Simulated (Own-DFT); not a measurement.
# Strain and stress in diamond-structure SiGeSn with randomly placed atoms, 64 atoms (Ge40Si16Sn8)

These are calculations, not measurements. They come from Own-DFT, an in-house plane-wave density functional program, since retired, whose code no person has reviewed. Each row is one single-point run on a periodic cell that was not relaxed, without spin or spin-orbit coupling.

Settings of every run: PBE; PseudoDojo norm-conserving scalar-relativistic files; cutoff 49 hartree; 3 x 3 x 3 k mesh centred on Gamma; Fermi-Dirac smearing of 0.1 eV.

Known limits: forces on such cells moved up to 12 meV/angstrom on a denser k mesh; stress not checked against mesh or cutoff.

Unstrained cell vectors in Å: (11.410, 0.000, 0.000); (0.000, 11.410, 0.000); (0.000, 0.000, 11.410). The unstrained cell has measured lattice constants (interpolated for alloys), not those of this functional. That, the random moves and any unrelaxed bonds set the pressure at no strain. Each run strains this cell uniformly, with the atoms carried along. Every atom was also moved at random, by a Gaussian of width 0.05 Å on each axis. The random placing of the alloy's atoms differs from row to row. Strain is the symmetric tensor, in per cent. Stress is positive in tension, and the pressure is minus a third of its trace.

| run | e_xx (%) | e_yy (%) | e_zz (%) | s_xx (GPa) | s_yy (GPa) | s_zz (GPa) | P (GPa) | E (meV/atom) |
|---|---|---|---|---|---|---|---|---|
| 1 | -1.25 | -1.25 | 0.00 | -7.07 | -7.06 | -6.34 | 6.82 | 44.3 |
| 2 | 0.75 | 0.75 | 0.00 | -3.57 | -3.39 | -3.85 | 3.60 | 18.1 |
| 3 | -1.00 | -1.00 | 0.00 | -6.67 | -6.70 | -6.15 | 6.51 | 43.6 |
| 4 | 1.50 | 1.50 | 0.00 | -2.15 | -2.14 | -3.06 | 2.45 | 8.6 |
| 5 | 2.50 | 2.50 | 0.00 | -0.47 | -0.60 | -2.06 | 1.04 | 0.0 |
| 6 | 2.00 | 2.00 | 0.00 | -1.70 | -1.57 | -2.88 | 2.05 | 25.1 |
| 7 | 1.25 | 1.25 | 0.00 | -2.47 | -2.49 | -3.23 | 2.73 | 2.8 |
| 8 | -1.75 | -1.75 | 0.00 | -8.40 | -8.47 | -7.13 | 8.00 | 77.2 |
| 9 | -0.75 | -0.75 | 0.00 | ? | ? | ? | ? | ? |

E is the free energy for each atom above the lowest run shown.

## Worked fit

The change of volume is close to e_xx + e_yy + e_zz. A straight line through the runs shown gives P = 4.97 - 80 x (fractional change of volume) GPa, with an error of 3 on the slope and a scatter of 0.22 GPa. The strain isn't the same on all axes, but the crystal is cubic, so the slope still estimates the bulk modulus, averaged over pressures from 1.0 to 8.0 GPa.

## Withheld run

Question: what pressure should run 9 give? Its volume changes by -1.49 %.

The line gives 6.2 GPa. The calculation gave 5.86 GPa.
